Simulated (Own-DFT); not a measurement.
# PBE against PBEsol on the same cells

Calculated results; nothing here was measured. The program, named Own-DFT, is a retired in-house plane-wave density functional code that no person has reviewed. Each row is one single-point run on a periodic cell that was not relaxed, without spin or spin-orbit coupling.

Known limits, some of them of some rows only: a neutral cation vacancy leaves holes that likely carry spin, which these runs leave out; not probed for a lower state with spin; hafnium file: forces about 75 meV/angstrom off all-electron values; oxygen file: force components 24 meV/angstrom off all-electron in a glass; forces on such cells failed a check on a denser k mesh; forces on such cells passed a denser k mesh, each cell not checked; stress not checked against mesh or cutoff.

Each cell was run twice at the same cutoff, k mesh and smearing, with PBE and with PBEsol, on PseudoDojo norm-conserving files made for PBE. Atoms were moved at random from their sites; u is the rms move along one axis. Files made for PBEsol would give a somewhat different change.

```
                                                 cell  atoms  volume (Å³/atom)  u (Å)  cutoff (hartree)  P with PBE (GPa)  P with PBEsol (GPa)  change (GPa)
   C40 NbSi2 with two Si on a Nb site each (Nb10Si26)     36             14.64  0.029                42              1.55                -1.81         -3.35
   C40 NbSi2 with two Si on a Nb site each (Nb10Si26)     36             14.64  0.032                42              1.74                -1.62         -3.36
   C40 NbSi2 with two Si on a Nb site each (Nb10Si26)     36             14.64  0.032                42              1.77                -1.58         -3.36
D0_22 TiAl3 with two Ti on an Al site each (Al28Ti12)     40             15.63  0.051                42              3.97                 1.86         -2.11
D0_22 TiAl3 with two Ti on an Al site each (Al28Ti12)     40             15.63  0.042                42              3.60                 1.49         -2.11
D0_22 TiAl3 with two Ti on an Al site each (Al28Ti12)     40             15.63  0.051                42              3.75                 1.63         -2.11
   diamond-structure SiGe in ordered layers (Ge8Si56)     64             20.34  0.061                42              2.99                 1.47         -1.52
   diamond-structure SiGe in ordered layers (Ge8Si56)     64             20.34  0.060                42              2.82                 1.31         -1.51
   diamond-structure SiGe in ordered layers (Ge8Si56)     64             20.34  0.030                42              2.20                 0.70         -1.50
        monoclinic HfO2 with one Hf vacancy (Hf31O64)     95             11.65  0.029                72              3.81                -2.51         -6.33
        monoclinic HfO2 with one Hf vacancy (Hf31O64)     95             11.65  0.029                72              3.77                -2.55         -6.32
        monoclinic HfO2 with one Hf vacancy (Hf31O64)     95             11.65  0.031                72              4.58                    ?             ?
```

## Worked reading

Mean change of pressure by composition, in GPa: Hf31O64, -6.32; Nb5Si13, -3.36; Al7Ti3, -2.11; GeSi7, -1.51. At a fixed cell PBEsol gives the lower pressure, because it favours a smaller volume than PBE. Here the change varies more between materials than between cells of one material.

## Withheld value

Question: what PBEsol pressure should the Hf31O64 cell with the blank give?

Adding the mean change of the cells with its composition, -6.32 GPa, to 4.58 gives -1.7 GPa. The calculation gave -1.75 GPa.
